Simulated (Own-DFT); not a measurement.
# Computed records: In3GaP4 (zincblende random alloy, atoms displaced)

A calculation, not a measurement: plane-wave PBE density functional theory by an unreviewed code, no spin, of a simulated periodic cell, stress positive in tension, free energy of the whole cell less one offset for each atom, forces on such cells passed a denser k mesh, this cell's mesh not checked; offsets are fitted by least squares, one for each functional and potential file, so energies compare only between cells with the same atoms and settings and are not formation energies; the far tail of each file's local potential was reset to the Coulomb form; each entry is a single point on an unrelaxed cell, so the pressure reflects the starting lattice, mostly measured values, from which strain is counted, and rises with the displacements; printed positions are rounded, which can move forces by about a meV/angstrom; the program is a retired in-house code; no spin-orbit coupling; before rounding, a Quantum ESPRESSO 7.3.1 run of the same cell and cutoff gave forces within 1 meV/angstrom rms on each cell, which checks the program and not the settings. Program: Own-DFT development build.

In3GaP4 (zincblende random alloy, atoms displaced)

```cif
# cell vector a (Å): 11.5283 0.0000 0.0000
# cell vector b (Å): 0.0000 11.5283 0.0000
# cell vector c (Å): 0.0000 0.0000 11.5283
data_In3GaP4
_symmetry_space_group_name_H-M 'P 1'
_symmetry_Int_Tables_number 1
_cell_length_a 11.5283
_cell_length_b 11.5283
_cell_length_c 11.5283
_cell_angle_alpha 90.000
_cell_angle_beta 90.000
_cell_angle_gamma 90.000
_cell_volume 1532.13
loop_
_atom_site_label
_atom_site_type_symbol
_atom_site_fract_x
_atom_site_fract_y
_atom_site_fract_z
_atom_site_occupancy
In1 In 0.00891 0.00362 0.00181 1
Ga1 Ga 0.00021 0.26026 0.24483 1
In2 In 0.24268 0.99976 0.25252 1
In3 In 0.26044 0.24628 0.99741 1
P1 P 0.11742 0.12216 0.12326 1
P2 P 0.11351 0.38421 0.37697 1
P3 P 0.36383 0.12425 0.36870 1
P4 P 0.36917 0.37395 0.12616 1
Ga2 Ga 0.00105 0.99650 0.49009 1
In4 In 0.00408 0.25387 0.74360 1
In5 In 0.25885 0.01034 0.74968 1
In6 In 0.24949 0.24238 0.49289 1
P5 P 0.12353 0.12779 0.62288 1
P6 P 0.11245 0.38831 0.87619 1
P7 P 0.37810 0.11977 0.87008 1
P8 P 0.36469 0.37700 0.62044 1
Ga3 Ga 0.98832 0.50200 0.99259 1
In7 In 0.01237 0.75516 0.24729 1
Ga4 Ga 0.23554 0.49249 0.26362 1
In8 In 0.24143 0.74589 0.00381 1
P9 P 0.13339 0.62995 0.13423 1
P10 P 0.13146 0.87235 0.37964 1
P11 P 0.38580 0.62543 0.38083 1
P12 P 0.37518 0.87600 0.11689 1
In9 In 0.99899 0.49984 0.50740 1
In10 In 0.00396 0.75786 0.74282 1
In11 In 0.24528 0.49997 0.73900 1
In12 In 0.24912 0.74629 0.50758 1
P13 P 0.12076 0.62327 0.62748 1
P14 P 0.12920 0.88043 0.87394 1
P15 P 0.37800 0.63404 0.87080 1
P16 P 0.38547 0.88834 0.61710 1
In13 In 0.48691 0.00648 0.99467 1
In14 In 0.50166 0.25253 0.24409 1
In15 In 0.75855 0.99903 0.25089 1
In16 In 0.74229 0.24021 0.00091 1
P17 P 0.63505 0.11837 0.12774 1
P18 P 0.62795 0.36689 0.37320 1
P19 P 0.87699 0.12565 0.37835 1
P20 P 0.87372 0.37568 0.12036 1
In17 In 0.51067 0.00814 0.49177 1
Ga5 Ga 0.49531 0.25114 0.74125 1
In18 In 0.74636 0.98548 0.74768 1
In19 In 0.75474 0.24502 0.49682 1
P21 P 0.62521 0.11988 0.63368 1
P22 P 0.61787 0.38955 0.86463 1
P23 P 0.88107 0.13152 0.88351 1
P24 P 0.87775 0.37480 0.62704 1
In20 In 0.50013 0.48906 0.00086 1
Ga6 Ga 0.49777 0.74486 0.23002 1
Ga7 Ga 0.74651 0.49648 0.24593 1
In21 In 0.75957 0.73757 0.00548 1
P25 P 0.62661 0.62655 0.13056 1
P26 P 0.62704 0.87493 0.37856 1
P27 P 0.87717 0.63007 0.37531 1
P28 P 0.88073 0.88006 0.11635 1
In22 In 0.50589 0.50551 0.50592 1
In23 In 0.50391 0.75041 0.75224 1
Ga8 Ga 0.74315 0.49810 0.74880 1
In24 In 0.74155 0.75618 0.50611 1
P29 P 0.62915 0.62223 0.63136 1
P30 P 0.62131 0.87859 0.87529 1
P31 P 0.87848 0.61467 0.87013 1
P32 P 0.88109 0.88677 0.62831 1
```

It was run with functional PBE, potential files PseudoDojo norm-conserving, scalar-relativistic, standard set, wave cutoff 42 hartree, occupations Fermi-Dirac, smearing width 0.1 eV and k mesh 3 x 3 x 3 centred on Gamma.

It finds free energy of cell above offsets -28.249 eV; pressure 4.56 GPa; stress xx -4.51 GPa; stress yy -4.44 GPa; stress zz -4.73 GPa; stress yz -0.17 GPa; stress xz 0.54 GPa; stress xy 0.22 GPa.

Force:
```tsv
element	x (eV/Å)	y (eV/Å)	z (eV/Å)
In	-1.087	-0.556	-1.36
Ga	-0.211	-0.411	0.141
In	0.249	-0.368	-0.925
In	-1.68	0.355	-0.285
P	1.083	2.194	1.589
P	0.657	-1.726	-1.016
P	2.001	0.09	-0.268
P	-0.552	0.927	1.004
Ga	0.232	0.403	0.541
In	-0.354	-0.308	1.183
In	-1.219	-1.469	-1.375
In	-0.745	1.1	0.24
P	-0.395	-1.231	-0.747
P	1.031	-0.518	0.607
P	0.614	3.077	-0.728
P	1.548	-1.198	-0.04
Ga	0.74	-0.259	1.061
In	-1.565	0.157	0.391
Ga	1.324	1.043	-0.712
In	1.03	0.432	-1.166
P	-0.682	-2.797	-0.222
P	-1.016	0.676	0.811
P	-1.109	0.299	-1.971
P	-0.084	-0.632	1.403
In	-1.119	0.89	-0.517
In	-0.202	-0.274	1.05
In	0.402	0.31	2.045
In	1.049	0.328	0.026
P	0.092	0.694	-0.448
P	0.195	-0.197	-0.277
P	-0.916	-1.388	0.654
P	-0.654	-1.108	0.576
In	2.256	-0.854	1.166
In	-0.206	-0.743	0.161
In	0.087	-0.785	0.37
In	0.376	1.565	-0.988
P	-2.025	-0.184	0.009
P	0.279	1.434	-0.144
P	2.05	-0.235	-0.863
P	0.072	0.687	0.498
In	-0.827	0.456	-0.224
Ga	0.165	0.297	0.17
In	0.562	1.688	1.327
In	-0.552	0.383	1.224
P	-0.344	1.685	-0.147
P	0.712	-2.347	-0.819
P	-0.324	-0.679	-1.487
P	-1.825	0.576	0.33
In	-0.807	1.807	0.355
Ga	-0.267	0.62	1.385
Ga	0.603	0.187	0.699
In	-0.348	0.88	-0.775
P	-0.197	-1.056	0.303
P	-0.73	-0.428	-2.103
P	-0.842	-0.481	-0.468
P	-0.035	-0.795	0.733
In	0.143	-1.226	-0.369
In	-0.268	0.745	-0.703
Ga	1.015	0.014	-0.206
In	1.473	-0.556	-0.011
P	0.699	-0.112	0.61
P	0.415	-0.875	1.312
P	-0.522	0.219	-0.64
P	0.55	-0.426	-1.968
```
